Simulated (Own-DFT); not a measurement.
GaP (zincblende, strained, atoms displaced), SiC (4H silicon carbide, atoms displaced), SiC (2H silicon carbide, atoms displaced) (calculated)

Computed with Own-DFT development build. A calculation, not a measurement: plane-wave PBE density functional theory by an unreviewed code, no spin, of a simulated periodic cell, stress positive in tension, free energy of the whole cell less one offset for each atom, forces on such cells passed a denser k mesh, this cell's mesh not checked; offsets are fitted by least squares, one for each functional and potential file, so energies compare only between cells with the same atoms and settings and are not formation energies; the far tail of each file's local potential was reset to the Coulomb form; each entry is a single point on an unrelaxed cell, so the pressure reflects the starting lattice, mostly measured values (interpolated for alloys), from which strain is counted, and rises with the displacements; printed positions are rounded, which can move forces by about a meV/angstrom; the program, named Own-DFT, is a retired in-house code; no spin-orbit coupling.

Common to all runs: functional PBE; potential files PseudoDojo norm-conserving, scalar-relativistic, standard set; wave cutoff 42 hartree; occupations Fermi-Dirac; smearing width 0.1 eV; hardware one NVIDIA H100.

```json
{"entry": 1, "formula": "GaP", "kind": "zincblende, strained, atoms displaced", "structure": {"cell_angstrom": [[10.862, 0.0, 0.0], [0.0, 10.862, 0.0], [0.0, 0.0, 10.9439]], "atoms_fractional": [["Ga", 0.00431, 0.9987, 0.00061], ["Ga", 0.99803, 0.25032, 0.24668], ["Ga", 0.24449, 0.99981, 0.24827], ["Ga", 0.24449, 0.24535, 0.00102], ["P", 0.12611, 0.12077, 0.12467], ["P", 0.12499, 0.37361, 0.37308], ["P", 0.37577, 0.12594, 0.37009], ["P", 0.37066, 0.36832, 0.12784], ["Ga", 0.99567, 0.00446, 0.50595], ["Ga", 0.99827, 0.24948, 0.75148], ["Ga", 0.24876, 0.99547, 0.75069], ["Ga", 0.25582, 0.25189, 0.49992], ["P", 0.12528, 0.12466, 0.62418], ["P", 0.12432, 0.37202, 0.86901], ["P", 0.37089, 0.12866, 0.87914], ["P", 0.38341, 0.375, 0.6239], ["Ga", 1e-05, 0.50067, 0.99871], ["Ga", 0.00377, 0.74785, 0.2452], ["Ga", 0.24871, 0.49898, 0.24537], ["Ga", 0.24886, 0.7498, 0.00625], ["P", 0.12351, 0.62619, 0.13321], ["P", 0.12465, 0.87354, 0.3766], ["P", 0.37662, 0.62229, 0.37531], ["P", 0.37887, 0.87347, 0.12302], ["Ga", 0.00086, 0.49852, 0.50168], ["Ga", 0.99668, 0.74828, 0.75068], ["Ga", 0.24886, 0.50017, 0.75021], ["Ga", 0.24923, 0.7506, 0.49806], ["P", 0.12274, 0.62691, 0.62528], ["P", 0.125, 0.87918, 0.87592], ["P", 0.37934, 0.62674, 0.87438], ["P", 0.37225, 0.87425, 0.62691], ["Ga", 0.50597, 0.00236, 0.99729], ["Ga", 0.49843, 0.24965, 0.24837], ["Ga", 0.74998, 0.99887, 0.25025], ["Ga", 0.75276, 0.24978, 0.00463], ["P", 0.62268, 0.12175, 0.12121], ["P", 0.62892, 0.37432, 0.37377], ["P", 0.87393, 0.12651, 0.37182], ["P", 0.87939, 0.37845, 0.12042], ["Ga", 0.50142, 0.99827, 0.50084], ["Ga", 0.49802, 0.24886, 0.74903], ["Ga", 0.74949, 0.99869, 0.74916], ["Ga", 0.74902, 0.25122, 0.49965], ["P", 0.62385, 0.1283, 0.62326], ["P", 0.62752, 0.37731, 0.87496], ["P", 0.87797, 0.1266, 0.87478], ["P", 0.87457, 0.37445, 0.62202], ["Ga", 0.50041, 0.49695, 0.00283], ["Ga", 0.50035, 0.74936, 0.25286], ["Ga", 0.75225, 0.49565, 0.25255], ["Ga", 0.7527, 0.74974, 0.99802], ["P", 0.62058, 0.62005, 0.12318], ["P", 0.6249, 0.87534, 0.37639], ["P", 0.87022, 0.62514, 0.37788], ["P", 0.87715, 0.87174, 0.12538], ["Ga", 0.49616, 0.49845, 0.50156], ["Ga", 0.49952, 0.75037, 0.74927], ["Ga", 0.74942, 0.49573, 0.75187], ["Ga", 0.74764, 0.74783, 0.49769], ["P", 0.62586, 0.62324, 0.62552], ["P", 0.62608, 0.87657, 0.87353], ["P", 0.87922, 0.62308, 0.87359], ["P", 0.87402, 0.87506, 0.62621]]}, "settings": {"k_mesh": "3 x 3 x 3 centred on Gamma"}, "results": {"free_energy_of_cell_above_offsets [eV]": "-35.079", "pressure [GPa]": 3.13, "stress_xx [GPa]": -3.29, "stress_yy [GPa]": -3.34, "stress_zz [GPa]": -2.75, "stress_yz [GPa]": 0.23, "stress_xz [GPa]": 0.24, "stress_xy [GPa]": -0.21, "force_element": ["Ga", "Ga", "Ga", "Ga", "P", "P", "P", "P", "Ga", "Ga", "Ga", "Ga", "P", "P", "P", "P", "Ga", "Ga", "Ga", "Ga", "P", "P", "P", "P", "Ga", "Ga", "Ga", "Ga", "P", "P", "P", "P", "Ga", "Ga", "Ga", "Ga", "P", "P", "P", "P", "Ga", "Ga", "Ga", "Ga", "P", "P", "P", "P", "Ga", "Ga", "Ga", "Ga", "P", "P", "P", "P", "Ga", "Ga", "Ga", "Ga", "P", "P", "P", "P"], "force_x [eV/angstrom]": [-0.682, 0.322, 0.864, 0.041, -0.63, 0.046, -0.125, 0.116, 0.249, -0.001, 0.141, -0.293, 0.324, 0.158, 0.489, -1.254, 0.749, -0.91, 0.273, 0.147, 0.395, -0.479, -0.441, -0.144, -0.072, 0.48, 0.487, 0.151, 0.291, -0.043, -0.743, 0.356, -0.902, 0.548, -0.021, -0.183, 0.622, -0.822, -0.031, -0.392, -0.449, 0.335, 0.081, 0.147, 0.149, -0.394, -0.419, 0.044, -0.537, 0.062, -0.082, -0.341, 0.888, 0.044, 0.904, -0.14, 0.983, 0.272, 0.335, 0.006, -0.145, 0.04, -0.658, -0.205], "force_y [eV/angstrom]": [0.137, -0.056, -0.483, 0.572, 0.481, 0.082, -0.51, 0.552, -0.342, -0.074, 0.771, -0.178, 0.327, 0.37, -0.659, -0.035, 0.114, 0.45, -0.149, -0.036, -0.678, 0.402, 0.107, 0.472, 0.192, 0.508, 0.174, -0.28, -0.165, -1.13, -0.378, -0.018, -0.379, -0.082, -0.041, -0.014, 0.575, -0.103, -0.098, -0.317, 0.311, 0.024, 0.512, -0.16, -0.486, -0.811, -0.443, -0.12, -0.246, -0.104, 0.525, -0.318, 0.548, -0.088, -0.132, 0.351, 0.309, 0.028, 0.442, 0.285, 0.049, -0.32, 0.013, -0.248], "force_z [eV/angstrom]": [-0.059, 0.053, 0.29, -0.078, 0.144, 0.187, 0.507, -0.735, -0.685, -0.678, 0.013, -0.113, 0.231, 0.856, -0.671, 0.423, -0.179, 1.371, 0.765, -0.621, -1.503, -0.073, -0.098, 0.344, -0.364, 0.0, -0.206, 0.125, -0.055, 0.025, 0.448, -0.35, -0.249, 0.176, -0.185, -0.561, 0.728, 0.071, 0.29, 0.593, -0.063, 0.591, 0.005, -0.156, 0.243, 0.364, 0.328, 0.455, -0.348, -0.298, -0.507, 0.141, 0.525, -0.166, -0.538, -0.147, -0.494, -0.105, -0.396, 0.489, 0.046, -0.026, 0.101, -0.221], "wall_time [s]": 501.4}}
{"entry": 2, "formula": "SiC", "kind": "4H silicon carbide, atoms displaced", "structure": {"cell_angstrom": [[6.1654, 0.0, 0.0], [-3.0827, 5.3394, 0.0], [0.0, 0.0, 10.0681]], "atoms_fractional": [["Si", 0.00114, 0.0256, 0.39668], ["Si", 0.17845, 0.35699, 0.13237], ["C", 0.05646, 0.02968, 0.09619], ["C", 0.16706, 0.29168, 0.32706], ["Si", 0.00747, 0.51245, 0.40745], ["Si", 0.15793, 0.83086, 0.13369], ["C", 0.01, 0.50895, 0.08467], ["C", 0.16091, 0.85364, 0.33113], ["Si", 0.53208, 0.97631, 0.41184], ["Si", 0.67502, 0.32275, 0.16003], ["C", 0.47418, 0.9918, 0.0947], ["C", 0.67208, 0.34292, 0.35466], ["Si", 0.50286, 0.46558, 0.39388], ["Si", 0.68635, 0.84631, 0.17182], ["C", 0.49741, 0.51732, 0.10619], ["C", 0.6334, 0.78719, 0.32758], ["Si", 0.99544, 0.00438, 0.91354], ["Si", 0.85095, 0.69356, 0.66189], ["C", 0.02884, 0.03193, 0.58476], ["C", 0.83546, 0.68244, 0.84225], ["Si", 0.00397, 0.51575, 0.91833], ["Si", 0.79338, 0.1255, 0.64972], ["C", 0.99617, 0.50481, 0.59643], ["C", 0.82829, 0.15839, 0.8212], ["Si", 0.51801, 0.02485, 0.89876], ["Si", 0.31577, 0.68616, 0.67179], ["C", 0.49726, 0.99011, 0.57964], ["C", 0.35693, 0.68732, 0.83091], ["Si", 0.4767, 0.4865, 0.91594], ["Si", 0.34981, 0.20733, 0.66779], ["C", 0.50048, 0.48661, 0.59565], ["C", 0.33908, 0.17461, 0.85064]]}, "settings": {"k_mesh": "5 x 5 x 3 centred on Gamma"}, "results": {"free_energy_of_cell_above_offsets [eV]": "9.139", "pressure [GPa]": 13.42, "stress_xx [GPa]": -8.53, "stress_yy [GPa]": -12.17, "stress_zz [GPa]": -19.55, "stress_yz [GPa]": 3.15, "stress_xz [GPa]": 1.61, "stress_xy [GPa]": 1.36, "force_element": ["Si", "Si", "C", "C", "Si", "Si", "C", "C", "Si", "Si", "C", "C", "Si", "Si", "C", "C", "Si", "Si", "C", "C", "Si", "Si", "C", "C", "Si", "Si", "C", "C", "Si", "Si", "C", "C"], "force_x [eV/angstrom]": [1.657, 0.658, -7.139, -1.99, 0.734, 2.03, -1.899, 2.068, -5.307, -2.394, 5.657, 7.572, -6.717, -0.771, 3.974, 1.335, -0.052, -0.601, -1.68, 0.362, -0.318, 3.724, -0.099, 0.613, 0.365, 1.058, -2.172, -1.041, 1.843, -0.303, -0.079, -1.089], "force_y [eV/angstrom]": [-7.902, -2.098, 0.059, 9.43, 1.058, -0.487, -1.854, -2.422, 1.306, 0.258, 2.49, -4.675, 2.139, 0.832, 0.808, 1.441, -0.126, -1.526, -1.836, -1.175, -0.254, 4.543, -0.369, 1.722, -2.008, -2.653, -0.696, -0.735, 3.885, -4.531, 6.096, -0.721], "force_z [eV/angstrom]": [3.239, 5.445, -2.871, -2.456, -0.136, 6.122, 3.01, 0.574, -3.863, 0.52, -1.732, -3.534, 3.919, -8.517, -2.821, 7.922, -2.151, -2.961, 1.236, 2.846, -8.546, -1.919, 0.112, 6.044, 1.533, -8.625, 4.068, 8.813, -1.128, -1.486, -2.046, -0.613], "wall_time [s]": 119.5}}
{"entry": 3, "formula": "SiC", "kind": "2H silicon carbide, atoms displaced", "structure": {"cell_angstrom": [[6.1654, 0.0, 0.0], [-3.0827, 5.3394, 0.0], [0.0, 0.0, 10.0681]], "atoms_fractional": [["Si", 0.00313, 0.99944, 0.99934], ["Si", 0.15757, 0.32225, 0.24849], ["C", 0.00218, 0.00225, 0.19165], ["C", 0.16943, 0.32854, 0.43179], ["Si", 0.0039, 0.00951, 0.50076], ["Si", 0.15356, 0.32998, 0.74744], ["C", 0.99578, 0.99253, 0.69133], ["C", 0.16873, 0.33575, 0.93284], ["Si", 0.01304, 0.51092, 0.99357], ["Si", 0.1559, 0.83494, 0.25072], ["C", 0.00891, 0.49989, 0.18716], ["C", 0.161, 0.83421, 0.43564], ["Si", 0.00267, 0.49494, 0.49914], ["Si", 0.17337, 0.8394, 0.74917], ["C", 0.99476, 0.49616, 0.68392], ["C", 0.15833, 0.83189, 0.94035], ["Si", 0.503, 0.00363, 0.99429], ["Si", 0.66889, 0.33839, 0.25122], ["C", 0.49421, 0.00266, 0.18758], ["C", 0.66622, 0.33964, 0.43735], ["Si", 0.49708, 0.00356, 0.50234], ["Si", 0.67349, 0.33981, 0.75016], ["C", 0.49336, 0.98569, 0.6916], ["C", 0.67122, 0.33481, 0.94437], ["Si", 0.50016, 0.5056, 0.00337], ["Si", 0.66789, 0.83446, 0.24783], ["C", 0.494, 0.48831, 0.18811], ["C", 0.67023, 0.83837, 0.4353], ["Si", 0.49346, 0.49401, 0.49961], ["Si", 0.66244, 0.83152, 0.74747], ["C", 0.50304, 0.507, 0.6869], ["C", 0.67141, 0.82442, 0.93529]]}, "settings": {"k_mesh": "5 x 5 x 3 centred on Gamma"}, "results": {"free_energy_of_cell_above_offsets [eV]": "-4.371", "pressure [GPa]": 3.88, "stress_xx [GPa]": -3.44, "stress_yy [GPa]": -3.27, "stress_zz [GPa]": -4.93, "stress_yz [GPa]": 0.75, "stress_xz [GPa]": -0.28, "stress_xy [GPa]": 0.7, "force_element": ["Si", "Si", "C", "C", "Si", "Si", "C", "C", "Si", "Si", "C", "C", "Si", "Si", "C", "C", "Si", "Si", "C", "C", "Si", "Si", "C", "C", "Si", "Si", "C", "C", "Si", "Si", "C", "C"], "force_x [eV/angstrom]": [-0.946, 0.603, -0.939, -0.733, -0.169, 1.76, -0.087, 0.12, -0.66, 2.258, -1.198, 0.529, -0.799, -1.164, 0.427, 1.579, 0.269, 0.592, 0.609, 0.632, 0.393, -1.2, -0.072, -0.179, 0.575, -1.267, -0.39, -0.528, 0.564, 1.005, -0.49, -1.089], "force_y [eV/angstrom]": [0.653, 1.707, -0.898, 0.63, -1.756, 0.191, 1.076, -0.136, -1.826, -0.55, 0.291, -0.114, 0.761, -1.283, 0.681, 1.058, -0.627, -0.878, -0.269, -0.664, -0.541, -0.781, 2.321, 0.615, -1.203, -0.34, 1.37, -0.27, 1.629, -0.509, -1.635, 1.296], "force_z [eV/angstrom]": [0.338, -0.162, -1.731, 1.319, -0.067, 0.122, -0.96, 0.735, 1.797, -0.212, -0.205, 1.155, -0.928, 0.531, 0.515, -1.406, 1.481, -0.834, -0.256, 0.586, -1.171, 0.562, -0.757, -1.712, -0.629, 0.181, 0.191, 0.831, -0.26, 0.71, -0.1, 0.337], "wall_time [s]": 124.1}}
```
